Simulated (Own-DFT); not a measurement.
# Which defects push the lattice out? D0_22 TiAl3

Everything here is calculated. The program is Own-DFT (plane waves, in-house, since retired, never reviewed by a person); positions were held fixed, and spin and spin-orbit coupling were off.

Settings: PBE; PseudoDojo norm-conserving scalar-relativistic files; cutoff 42 hartree; 4 x 4 x 4 k mesh centred on Gamma; cold (Marzari-Vanderbilt) smearing of 0.2 eV.

Keep in mind: forces on such cells failed a check on a denser k mesh; stress not checked against mesh or cutoff.

All runs share one cell, with vectors in Å (-2.365, -6.981, 4.326); (-7.667, 3.491, 1.442); (-2.950, -3.488, -7.241) and a volume of 625.4 Å³. Atoms were moved at random from their sites; u is the rms move along one axis. The defect's site can differ from row to row.

```
                     cell   formula   u (Å)  P (GPa)
                no defect  Al30Ti10  0.0178     1.95
                no defect  Al30Ti10  0.0435     2.36
                no defect  Al30Ti10  0.0465     2.50
two Ti on an Al site each  Al28Ti12  0.0296     3.33
two Ti on an Al site each  Al28Ti12  0.0305     3.37
two Ti on an Al site each  Al28Ti12  0.0484     3.72
         two Al vacancies  Al28Ti10  0.0304     1.19
         two Al vacancies  Al28Ti10  0.0305     1.33
         two Al vacancies  Al28Ti10  0.0524        ?
         two Al vacancies  Al28Ti10  0.0548     1.78
 two Al on a Ti site each   Al32Ti8  0.0301     2.91
 two Al on a Ti site each   Al32Ti8  0.0465     3.29
 two Al on a Ti site each   Al32Ti8  0.0502     3.28
```

## What the rows give

P = P0 + c u² + a shift for each defect gives P0 = 1.89 GPa, c = 260 ± 19 GPa/Å² and a scatter of 0.05 GPa. The shifts, and each times the cell's volume:

- two Ti on an Al site each: 1.23 ± 0.04 GPa, 4.8 eV (2.4 eV for each of its 2 sites)
- two Al on a Ti site each: 0.79 ± 0.04 GPa, 3.1 eV (1.5 eV for each of its 2 sites)
- two Al vacancies: -0.88 ± 0.04 GPa, -3.4 eV (-1.7 eV for each of its 2 sites)

A positive shift means that the defect pushes the cell outwards. Shift times volume (160.2 GPa Å³ is 1 eV) depends little on the cell's size, so, taken for each site, it can be compared between cells at like pressure. The atoms around the defects weren't relaxed, which would change these numbers.

## Test on the hidden row

Asked: what pressure belongs in the blank (two Al vacancies, u = 0.0524 Å)?

The fit gives 1.73 ± 0.06 GPa. The run itself gave 1.76 GPa.
